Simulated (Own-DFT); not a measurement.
# Computed records: Si$_{3}$N$_{4}$ (beta silicon nitride, strained, atoms displaced)

A calculation, not a measurement: plane-wave PBE density functional theory by an unreviewed code, no spin, of a simulated periodic cell, stress positive in tension, free energy of the whole cell less one offset for each atom, forces on such cells moved up to 12 meV/angstrom on a denser k mesh; offsets are fitted by least squares, one for each functional and potential file, so energies compare only between cells with the same atoms and settings and are not formation energies; the far tail of each file's local potential was reset to the Coulomb form; each entry is a single point on an unrelaxed cell, so the pressure reflects the starting lattice, mostly measured values (interpolated for alloys), from which strain is counted, and rises with the displacements; printed positions are rounded, which can move forces by about a meV/angstrom; the program, named Own-DFT, is a retired in-house code; no spin-orbit coupling; before rounding, a Quantum ESPRESSO 7.3.1 run of the same cell and cutoff gave forces within 1 meV/angstrom rms on each cell, which checks the program and not the settings. Program: Own-DFT development build.

Common to all runs: functional PBE; potential files PseudoDojo norm-conserving, scalar-relativistic, standard set; wave cutoff 42 hartree; occupations Fermi-Dirac; smearing width 0.1 eV; k mesh 2 x 2 x 4 centred on Gamma.

(1) 
```cif
# cell vector a (Å): 15.4184 0.2526 0.1071
# cell vector b (Å): -7.4904 13.2326 0.0456
# cell vector c (Å): 0.0409 0.0438 5.7034
data_Si3N4
_symmetry_space_group_name_H-M 'P 1'
_symmetry_Int_Tables_number 1
_cell_length_a 15.4208
_cell_length_b 15.2056
_cell_length_c 5.7037
_cell_angle_alpha 89.648
_cell_angle_beta 89.184
_cell_angle_gamma 118.571
_cell_volume 1174.31
loop_
_atom_site_label
_atom_site_type_symbol
_atom_site_fract_x
_atom_site_fract_y
_atom_site_fract_z
_atom_site_occupancy
Si1 Si 0.08387 0.38759 0.12271 1
Si2 Si 0.11122 0.20448 0.12981 1
Si3 Si 0.29331 0.41663 0.12489 1
Si4 Si 0.41641 0.11113 0.35904 1
Si5 Si 0.38864 0.30332 0.38003 1
Si6 Si 0.20118 0.08721 0.38613 1
N1 N 0.16541 0.01183 0.12469 1
N2 N 0.48735 0.15175 0.12289 1
N3 N 0.34937 0.33143 0.12134 1
N4 N 0.33033 0.48740 0.37088 1
N5 N 0.01110 0.34513 0.38573 1
N6 N 0.14582 0.16195 0.37735 1
N7 N 0.16523 0.32999 0.13030 1
N8 N 0.33519 0.17034 0.37743 1
Si7 Si 0.09006 0.39228 0.63104 1
Si8 Si 0.11487 0.19917 0.63129 1
Si9 Si 0.30355 0.41518 0.62970 1
Si10 Si 0.41226 0.11159 0.87147 1
Si11 Si 0.38490 0.29251 0.87333 1
Si12 Si 0.19854 0.07601 0.88319 1
N9 N 0.16534 0.01759 0.63064 1
N10 N 0.48323 0.14821 0.63062 1
N11 N 0.35013 0.32978 0.62303 1
N12 N 0.33476 0.47954 0.87646 1
N13 N 0.01510 0.35087 0.87709 1
N14 N 0.15403 0.16839 0.88411 1
N15 N 0.16724 0.32986 0.61666 1
N16 N 0.32784 0.16083 0.88010 1
Si13 Si 0.09186 0.88804 0.12106 1
Si14 Si 0.11852 0.70285 0.12218 1
Si15 Si 0.29589 0.91314 0.12759 1
Si16 Si 0.41183 0.61246 0.38429 1
Si17 Si 0.38621 0.79424 0.39021 1
Si18 Si 0.20739 0.59609 0.35996 1
N17 N 0.16910 0.51926 0.12644 1
N18 N 0.48034 0.65179 0.10573 1
N19 N 0.34895 0.82846 0.13733 1
N20 N 0.33571 0.98288 0.37280 1
N21 N 0.01630 0.84844 0.38575 1
N22 N 0.14888 0.66590 0.37490 1
N23 N 0.15928 0.83162 0.11388 1
N24 N 0.33231 0.66102 0.37709 1
Si19 Si 0.08278 0.87803 0.61476 1
Si20 Si 0.11508 0.70032 0.62744 1
Si21 Si 0.29914 0.91920 0.61941 1
Si22 Si 0.41469 0.61737 0.87810 1
Si23 Si 0.38799 0.79828 0.87391 1
Si24 Si 0.19919 0.58542 0.86827 1
N25 N 0.16688 0.51199 0.62596 1
N26 N 0.48291 0.65056 0.62098 1
N27 N 0.34988 0.83175 0.63271 1
N28 N 0.33814 0.98574 0.86938 1
N29 N 0.01925 0.85446 0.86013 1
N30 N 0.14778 0.66751 0.87906 1
N31 N 0.17271 0.83823 0.61498 1
N32 N 0.33834 0.66496 0.86993 1
Si25 Si 0.58958 0.38186 0.13763 1
Si26 Si 0.61549 0.20197 0.12133 1
Si27 Si 0.79549 0.41505 0.13593 1
Si28 Si 0.91731 0.11623 0.38439 1
Si29 Si 0.88736 0.29992 0.36925 1
Si30 Si 0.70240 0.08670 0.37783 1
N33 N 0.67160 0.01682 0.13252 1
N34 N 0.98644 0.14844 0.12855 1
N35 N 0.84085 0.33013 0.12866 1
N36 N 0.83668 0.48696 0.37278 1
N37 N 0.51500 0.34618 0.38206 1
N38 N 0.64997 0.15719 0.38374 1
N39 N 0.66722 0.33595 0.11629 1
N40 N 0.82876 0.16808 0.38170 1
Si31 Si 0.58947 0.38078 0.60815 1
Si32 Si 0.61166 0.20303 0.61459 1
Si33 Si 0.79742 0.41232 0.62191 1
Si34 Si 0.91385 0.11014 0.86890 1
Si35 Si 0.88470 0.29653 0.86337 1
Si36 Si 0.70405 0.08932 0.87105 1
N41 N 0.66445 0.01535 0.62639 1
N42 N 0.98331 0.14534 0.62246 1
N43 N 0.84497 0.33620 0.62371 1
N44 N 0.83508 0.48068 0.87575 1
N45 N 0.51124 0.34907 0.88563 1
N46 N 0.65108 0.16936 0.86861 1
N47 N 0.66890 0.33271 0.64288 1
N48 N 0.83230 0.16741 0.89238 1
Si37 Si 0.58832 0.88817 0.10951 1
Si38 Si 0.61161 0.69676 0.11985 1
Si39 Si 0.79936 0.91293 0.12983 1
Si40 Si 0.91026 0.61171 0.35903 1
Si41 Si 0.88419 0.80217 0.37075 1
Si42 Si 0.70443 0.58754 0.37796 1
N49 N 0.66609 0.51602 0.11976 1
N50 N 0.98649 0.64796 0.12231 1
N51 N 0.84604 0.82615 0.12824 1
N52 N 0.84078 0.98922 0.37540 1
N53 N 0.52037 0.85356 0.37191 1
N54 N 0.65238 0.66608 0.36883 1
N55 N 0.66705 0.83210 0.13259 1
N56 N 0.83857 0.67327 0.36331 1
Si43 Si 0.58534 0.88186 0.61206 1
Si44 Si 0.61258 0.69221 0.62598 1
Si45 Si 0.80218 0.91939 0.63006 1
Si46 Si 0.91444 0.61896 0.88162 1
Si47 Si 0.88015 0.79533 0.86962 1
Si48 Si 0.70215 0.58379 0.88158 1
N57 N 0.65932 0.51519 0.62000 1
N58 N 0.98588 0.65349 0.63185 1
N59 N 0.85198 0.83597 0.61266 1
N60 N 0.82854 0.99121 0.89192 1
N61 N 0.51243 0.84075 0.87916 1
N62 N 0.65322 0.66109 0.88151 1
N63 N 0.66775 0.82710 0.63467 1
N64 N 0.83511 0.66877 0.88604 1
_calc_free_energy_of_cell_above_offsets '-8.125'  # eV
_calc_pressure 6.36  # GPa
_calc_stress_xx 0.72  # GPa
_calc_stress_yy -0.22  # GPa
_calc_stress_zz -19.58  # GPa
_calc_stress_yz 1.6  # GPa
_calc_stress_xz 1.37  # GPa
_calc_stress_xy 4.87  # GPa
```

Force:
```
element  x (eV/Å)  y (eV/Å)  z (eV/Å)
     Si     2.245    -1.016     1.804
     Si     2.535    -0.698    -0.327
     Si     1.244    -4.242     1.007
     Si    -3.796     1.814     3.459
     Si     0.256    -3.193    -3.055
     Si     1.693       2.2    -1.721
      N     0.124    -0.194     3.491
      N     1.158    -0.208    -1.614
      N    -1.533     1.838     1.214
      N     1.003    -0.549     1.146
      N      1.09     1.844    -0.803
      N     0.066    -0.386    -0.358
      N    -1.866     3.287    -0.315
      N     1.001    -1.923    -0.183
     Si     1.812    -4.695    -1.394
     Si     0.231     1.386     0.253
     Si    -1.942    -3.344    -1.493
     Si    -2.305     1.972     1.144
     Si    -0.463    -0.889     1.197
     Si     -0.17      5.72    -1.625
      N     0.076    -3.461    -0.857
      N     1.294     0.207     -2.92
      N     -1.76     2.184     1.513
      N     0.018     3.863    -0.747
      N    -1.202     0.176    -0.106
      N     0.021    -1.447     -0.18
      N    -0.793     1.854     0.689
      N     1.536    -0.459    -0.091
     Si    -3.513    -1.703     -0.01
     Si    -3.547     1.539     1.469
     Si    -0.113    -2.521    -1.205
     Si    -0.407     0.308    -2.711
     Si     1.008    -0.176    -1.663
     Si     1.246    -2.126     2.207
      N    -0.737    -1.654     -0.59
      N     3.796     0.774     5.258
      N    -1.427     1.196    -0.865
      N     0.344      1.91    -1.664
      N    -2.365    -0.382    -4.675
      N     0.782    -0.355    -0.078
      N     4.729    -0.166     0.367
      N    -0.459     2.324     0.207
     Si     3.227     2.889     1.455
     Si    -2.486     2.638    -0.469
     Si     0.049    -3.672     1.813
     Si    -1.497    -2.909    -2.678
     Si    -0.125    -1.984     2.002
     Si     2.292     1.891     0.005
      N    -0.558      3.89     -1.17
      N      2.29    -0.016     0.353
      N    -1.458     1.363    -0.434
      N     0.065    -1.049     1.348
      N    -2.829    -1.336       3.7
      N     3.205    -1.985    -1.736
      N    -0.209     -1.47     0.065
      N    -4.258     0.361    -0.072
     Si    -2.807     1.053    -3.086
     Si     0.968     0.638     0.682
     Si     0.355    -1.875    -2.635
     Si    -3.481     0.618    -2.645
     Si    -2.054    -1.948     0.738
     Si      2.99    -0.164     -0.11
      N     -0.99    -1.045    -2.026
      N     -1.22    -0.536    -1.119
      N     1.297     0.539    -0.829
      N    -0.593    -0.459     0.916
      N    -0.007     0.241    -1.043
      N    -4.805     3.105    -1.899
      N     1.564    -1.389     1.383
      N       2.7    -0.249     0.309
     Si    -1.185     1.099     4.912
     Si     1.195    -0.461     1.534
     Si    -1.507     0.651     1.728
     Si     -1.84     3.448     2.843
     Si    -1.324    -0.313     1.939
     Si     0.593     0.599      0.93
      N      0.14    -1.865     0.761
      N       1.8     0.816     1.541
      N     3.162    -1.356    -0.687
      N    -0.447      2.69    -0.017
      N     2.495     0.733    -1.132
      N      0.58    -1.065    -0.003
      N    -0.522     0.272    -1.832
      N     1.398    -0.156    -1.276
     Si     2.264     -0.31     1.754
     Si    -1.099     2.613     0.573
     Si    -2.024    -1.506     0.906
     Si    -0.062     3.057     3.083
     Si     4.425    -2.192     0.586
     Si     1.279     1.338    -1.734
      N     0.307    -2.373     3.315
      N     1.159      0.29     0.075
      N    -2.541     3.037    -2.578
      N    -0.053     -1.18     0.219
      N    -2.829    -1.428    -1.108
      N    -0.221    -1.013     0.274
      N     0.192     0.101    -0.522
      N    -0.704    -2.498     0.867
     Si     3.071     0.522     2.812
     Si    -0.638     2.949     0.152
     Si    -2.022    -2.582     0.227
     Si    -0.222    -1.712    -1.219
     Si     2.734     0.386    -0.386
     Si     2.074     0.937    -2.524
      N     0.927     -0.97     1.047
      N     0.658    -0.525    -2.022
      N    -1.969     1.483     3.261
      N     1.222    -3.054     -2.03
      N     0.214     1.536    -1.688
      N    -1.794     0.537    -1.407
      N    -0.539     1.343      -0.3
      N    -0.882    -1.623    -0.865
```

(2) 
```cif
# cell vector a (Å): 15.0531 -0.1738 0.2278
# cell vector b (Å): -7.6770 13.2925 -0.1626
# cell vector c (Å): 0.0871 -0.0215 5.8085
data_Si3N4
_symmetry_space_group_name_H-M 'P 1'
_symmetry_Int_Tables_number 1
_cell_length_a 15.0558
_cell_length_b 15.3510
_cell_length_c 5.8092
_cell_angle_alpha 91.220
_cell_angle_beta 88.272
_cell_angle_gamma 120.675
_cell_volume 1154.22
loop_
_atom_site_label
_atom_site_type_symbol
_atom_site_fract_x
_atom_site_fract_y
_atom_site_fract_z
_atom_site_occupancy
Si1 Si 0.07832 0.37496 0.13012 1
Si2 Si 0.10835 0.19573 0.13354 1
Si3 Si 0.29417 0.40854 0.12582 1
Si4 Si 0.41513 0.11692 0.38541 1
Si5 Si 0.38838 0.30074 0.37074 1
Si6 Si 0.19864 0.08472 0.38098 1
N1 N 0.17374 0.02341 0.12587 1
N2 N 0.48590 0.15205 0.13267 1
N3 N 0.34836 0.33424 0.12507 1
N4 N 0.33499 0.47992 0.36981 1
N5 N 0.01238 0.34943 0.36326 1
N6 N 0.14777 0.16972 0.37117 1
N7 N 0.17036 0.33452 0.12085 1
N8 N 0.33221 0.16588 0.36307 1
Si7 Si 0.08378 0.38188 0.63710 1
Si8 Si 0.11258 0.20056 0.61597 1
Si9 Si 0.30080 0.42077 0.62116 1
Si10 Si 0.40549 0.11479 0.87890 1
Si11 Si 0.38819 0.29860 0.86135 1
Si12 Si 0.20236 0.08756 0.87528 1
N9 N 0.16984 0.02106 0.61998 1
N10 N 0.48719 0.15388 0.60409 1
N11 N 0.34924 0.33246 0.63052 1
N12 N 0.33661 0.48774 0.88032 1
N13 N 0.01638 0.34723 0.88572 1
N14 N 0.15493 0.16002 0.87123 1
N15 N 0.16366 0.33591 0.61146 1
N16 N 0.33009 0.15764 0.87973 1
Si13 Si 0.08756 0.88549 0.10558 1
Si14 Si 0.11519 0.69969 0.11788 1
Si15 Si 0.30278 0.91914 0.13509 1
Si16 Si 0.41436 0.61618 0.37221 1
Si17 Si 0.38842 0.80559 0.36595 1
Si18 Si 0.20440 0.58807 0.36589 1
N17 N 0.16643 0.51548 0.14052 1
N18 N 0.48623 0.65078 0.12705 1
N19 N 0.35191 0.82951 0.11912 1
N20 N 0.33668 0.98246 0.38537 1
N21 N 0.01489 0.84787 0.37550 1
N22 N 0.15441 0.66691 0.37810 1
N23 N 0.17235 0.83438 0.12334 1
N24 N 0.33169 0.66739 0.36255 1
Si19 Si 0.08460 0.88015 0.63072 1
Si20 Si 0.12013 0.70827 0.60868 1
Si21 Si 0.29085 0.90921 0.61370 1
Si22 Si 0.41365 0.61217 0.89206 1
Si23 Si 0.38580 0.79577 0.88052 1
Si24 Si 0.19529 0.58238 0.85542 1
N25 N 0.16857 0.51495 0.62421 1
N26 N 0.47770 0.64516 0.61310 1
N27 N 0.35131 0.83580 0.63064 1
N28 N 0.33179 0.98290 0.88309 1
N29 N 0.02116 0.85638 0.86756 1
N30 N 0.15265 0.66776 0.88386 1
N31 N 0.16701 0.83379 0.62834 1
N32 N 0.33154 0.65969 0.87925 1
Si25 Si 0.58567 0.38931 0.11047 1
Si26 Si 0.61812 0.20501 0.12541 1
Si27 Si 0.79652 0.41269 0.13772 1
Si28 Si 0.91730 0.11786 0.36565 1
Si29 Si 0.88457 0.30191 0.37362 1
Si30 Si 0.69781 0.08436 0.37749 1
N33 N 0.65889 0.01558 0.13715 1
N34 N 0.98862 0.15118 0.12579 1
N35 N 0.85314 0.33838 0.12758 1
N36 N 0.83283 0.47427 0.38760 1
N37 N 0.51557 0.34939 0.39011 1
N38 N 0.65009 0.16352 0.38426 1
N39 N 0.67060 0.32763 0.12184 1
N40 N 0.82895 0.16970 0.37699 1
Si31 Si 0.58863 0.38761 0.63304 1
Si32 Si 0.61968 0.20188 0.61587 1
Si33 Si 0.80125 0.41433 0.61170 1
Si34 Si 0.91470 0.11790 0.86828 1
Si35 Si 0.88719 0.29786 0.88163 1
Si36 Si 0.70263 0.08394 0.87964 1
N41 N 0.66480 0.01601 0.63327 1
N42 N 0.98636 0.15888 0.62487 1
N43 N 0.85329 0.33208 0.60481 1
N44 N 0.83286 0.48142 0.86643 1
N45 N 0.51227 0.34727 0.88081 1
N46 N 0.64905 0.16249 0.87680 1
N47 N 0.66792 0.33560 0.61531 1
N48 N 0.82919 0.16455 0.88187 1
Si37 Si 0.58551 0.88735 0.13546 1
Si38 Si 0.61104 0.69309 0.13151 1
Si39 Si 0.79372 0.91198 0.12679 1
Si40 Si 0.92168 0.62172 0.37079 1
Si41 Si 0.88792 0.80488 0.37134 1
Si42 Si 0.69596 0.58313 0.37913 1
N49 N 0.66703 0.51418 0.13328 1
N50 N 0.98148 0.64902 0.13321 1
N51 N 0.84779 0.83667 0.12709 1
N52 N 0.83023 0.98311 0.37105 1
N53 N 0.51530 0.85152 0.38586 1
N54 N 0.65365 0.66602 0.37121 1
N55 N 0.66359 0.82880 0.12934 1
N56 N 0.82783 0.66082 0.38045 1
Si43 Si 0.59062 0.88637 0.63092 1
Si44 Si 0.61592 0.69854 0.63994 1
Si45 Si 0.80382 0.91851 0.62569 1
Si46 Si 0.91462 0.62308 0.88308 1
Si47 Si 0.89136 0.79798 0.87255 1
Si48 Si 0.70765 0.58737 0.89688 1
N57 N 0.67188 0.52141 0.63747 1
N58 N 0.98156 0.64629 0.62198 1
N59 N 0.85125 0.83728 0.62851 1
N60 N 0.82955 0.97806 0.87511 1
N61 N 0.51049 0.84106 0.87110 1
N62 N 0.64597 0.66429 0.87766 1
N63 N 0.65983 0.82973 0.63290 1
N64 N 0.83020 0.66024 0.87474 1
_calc_free_energy_of_cell_above_offsets '-2.928'  # eV
_calc_pressure 12.16  # GPa
_calc_stress_xx -15.63  # GPa
_calc_stress_yy -4.66  # GPa
_calc_stress_zz -16.18  # GPa
_calc_stress_yz -2.06  # GPa
_calc_stress_xz 5.44  # GPa
_calc_stress_xy -5.76  # GPa
```

Force:
```
element  x (eV/Å)  y (eV/Å)  z (eV/Å)
     Si     5.343     4.441    -0.697
     Si     6.039     4.803     -3.28
     Si     1.518      1.78    -0.876
     Si    -2.451    -0.311    -3.183
     Si    -1.855    -2.199     0.032
     Si     0.853     3.471    -1.816
      N    -1.521    -4.682    -0.367
      N    -0.641    -0.643    -1.677
      N     1.862    -0.618    -0.627
      N     0.294     2.671    -0.279
      N     0.035    -0.708     4.904
      N      2.33    -2.678     0.276
      N    -3.831    -3.838     -0.29
      N      -0.1     0.697     0.914
     Si     0.773     1.366    -3.453
     Si     2.228     3.246     3.129
     Si    -0.083    -2.572     1.608
     Si     5.973    -1.061    -0.092
     Si    -3.708    -3.073     2.464
     Si     1.903    -1.169     -0.32
      N    -0.677    -4.726     1.628
      N     0.697     0.166     5.618
      N    -1.172     1.164    -1.253
      N     0.402    -2.801     0.061
      N    -1.367    -0.708    -1.336
      N    -6.173     3.115    -0.186
      N     2.107    -1.428     0.828
      N    -2.316      5.31    -0.839
     Si     3.765     1.862     4.819
     Si     0.529     2.184     2.886
     Si      1.17    -2.302     -2.02
     Si    -3.333    -0.939     0.122
     Si    -0.113    -3.517     2.507
     Si     0.549      0.19     1.766
      N    -1.348     -3.17    -4.676
      N    -0.331    -0.701     0.175
      N    -3.461     3.212     1.946
      N    -0.105     1.886    -0.961
      N     1.322     0.877    -0.905
      N    -1.425     0.198    -2.081
      N    -2.732    -1.009         0
      N     2.024     1.396     0.626
     Si     2.624     3.504    -5.523
     Si    -0.035    -1.944     3.325
     Si       4.5      1.43      4.15
     Si    -2.221     1.848    -3.321
     Si    -1.032    -3.405    -3.174
     Si     2.686     2.161     5.677
      N    -1.306    -2.408    -2.529
      N     3.309     0.846     3.376
      N    -1.107     0.247    -0.574
      N     0.193     0.487    -1.563
      N    -2.481    -1.856     2.097
      N    -0.219    -0.771    -4.321
      N    -3.027    -1.127    -0.232
      N     -1.18      1.51    -0.413
     Si     2.773    -3.579     4.162
     Si     0.144    -2.571     0.438
     Si     1.014    -0.193    -3.304
     Si    -4.738    -0.308     2.344
     Si      1.56    -3.374    -4.065
     Si     0.903     1.693     1.645
      N     0.465    -0.794    -2.102
      N    -4.298    -2.001    -2.431
      N     0.087    -0.027    -0.818
      N     0.334     7.709    -5.872
      N     1.195     1.714    -2.306
      N     0.587    -0.427    -3.801
      N    -3.799     3.356    -0.222
      N     3.022    -1.296    -0.469
     Si     2.004    -0.081    -1.284
     Si    -2.226     1.974     3.759
     Si    -0.162    -4.274     6.661
     Si    -2.207    -1.354     1.594
     Si    -2.742     -0.98    -1.663
     Si    -2.405     0.785     0.574
      N     0.186    -0.939    -0.905
      N    -0.882      -1.6    -1.008
      N    -2.813     2.261     7.706
      N     0.484     2.291     2.478
      N     2.034     1.296    -0.985
      N     0.235    -0.095    -0.946
      N     0.046     -1.03     0.659
      N     3.096     1.161      0.07
     Si     1.141     -2.71    -1.774
     Si     0.076     4.165     0.401
     Si    -0.907    -1.694    -0.418
     Si    -5.972    -3.745     4.345
     Si    -1.458    -3.765      0.22
     Si     1.883     1.305     1.903
      N    -0.529    -0.245    -0.569
      N     2.961     1.874    -4.292
      N     2.584    -0.664    -0.905
      N     1.126     2.403     0.879
      N     0.854     0.781    -0.242
      N    -0.747    -0.416     1.284
      N    -0.662     0.348     0.199
      N      1.72     2.527    -0.631
     Si    -1.383    -1.226    -0.035
     Si    -3.155     1.776    -3.329
     Si    -2.708    -3.534    -1.021
     Si     1.499    -5.136    -1.538
     Si    -4.545     -0.98     0.328
     Si    -3.888    -0.767    -2.808
      N    -1.228    -2.372     0.177
      N       2.1     2.158     1.215
      N      1.37    -0.313     0.455
      N     0.707     4.624     1.103
      N     2.799     2.442     1.775
      N      3.41     -2.21     1.162
      N     3.916     0.288    -0.283
      N     1.457      6.07     0.418
```
